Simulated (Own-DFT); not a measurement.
# What a defect does to the pressure of its cell: 4H SiC

The numbers are computed, not measured, by runs of the plane-wave DFT program Own-DFT (in-house, retired, unreviewed) at fixed positions, with no spin and no spin-orbit coupling.

Settings: PBE; PseudoDojo norm-conserving scalar-relativistic files; cutoff 42 hartree; 4 x 4 x 3 k mesh centred on Gamma; Fermi-Dirac smearing of 0.1 eV.

Limits (not all hold for every row): not probed for a lower state with spin; forces on such cells failed a check on a denser k mesh; forces on such cells passed a denser k mesh, each cell not checked; stress not checked against mesh or cutoff.

All runs share one cell, with vectors in Å (9.248, 0.000, 0.000); (-4.624, 8.009, 0.000); (0.000, 0.000, 10.068) and a volume of 745.7 Å³. Atoms were moved at random from their sites; u is the rms move along one axis. The defect's site can differ from row to row.

| cell | formula | u (Å) | P (GPa) |
|---|---|---|---|
| no defect | C36Si36 | 0.0293 | 3.55 |
| no defect | C36Si36 | 0.0570 | 5.56 |
| no defect | C36Si36 | 0.0611 | 6.52 |
| one C vacancy | C35Si36 | 0.0326 | 3.50 |
| one C vacancy | C35Si36 | 0.0460 | 4.98 |
| one C vacancy | C35Si36 | 0.0499 | 4.60 |
| two Al on a Si site each | Al2C36Si34 | 0.0280 | 5.85 |
| two Al on a Si site each | Al2C36Si34 | 0.0295 | ? |
| two Al on a Si site each | Al2C36Si34 | 0.0508 | 7.18 |
| two Al on a Si site each | Al2C36Si34 | 0.0532 | 7.88 |
| one C on a Si site and one Si on a C site | C36Si36 | 0.0288 | 7.25 |
| one C on a Si site and one Si on a C site | C36Si36 | 0.0290 | 7.45 |
| one C on a Si site and one Si on a C site | C36Si36 | 0.0507 | 8.65 |
| one C on a Si site | C37Si35 | 0.0483 | 3.48 |
| one C on a Si site | C37Si35 | 0.0490 | 2.90 |
| one C on a Si site | C37Si35 | 0.0505 | 3.22 |

## Analysis

P = P0 + c u² + a shift for each defect gives P0 = 2.86 GPa, c = 901 ± 94 GPa/Å² and a scatter of 0.30 GPa. The shifts, and each times the cell's volume:

- one C on a Si site and one Si on a C site: 3.65 ± 0.27 GPa, 17.0 eV
- two Al on a Si site each: 2.25 ± 0.25 GPa, 10.5 eV (5.2 eV for each of its 2 sites)
- one C vacancy: -0.20 ± 0.26 GPa, -1.0 eV (not resolved)
- one C on a Si site: -1.85 ± 0.25 GPa, -8.6 eV

A positive shift means that the defect pushes the cell outwards. Shift times volume (160.2 GPa Å³ is 1 eV) depends little on the cell's size, so, taken for each site, it can be compared between cells at like pressure. The atoms around the defects weren't relaxed, which would change these numbers.

## Prediction

Q: what pressure belongs in the blank (two Al on a Si site each, u = 0.0295 Å)?

Estimate: 5.89 ± 0.37 GPa. The run itself gave 5.73 GPa.
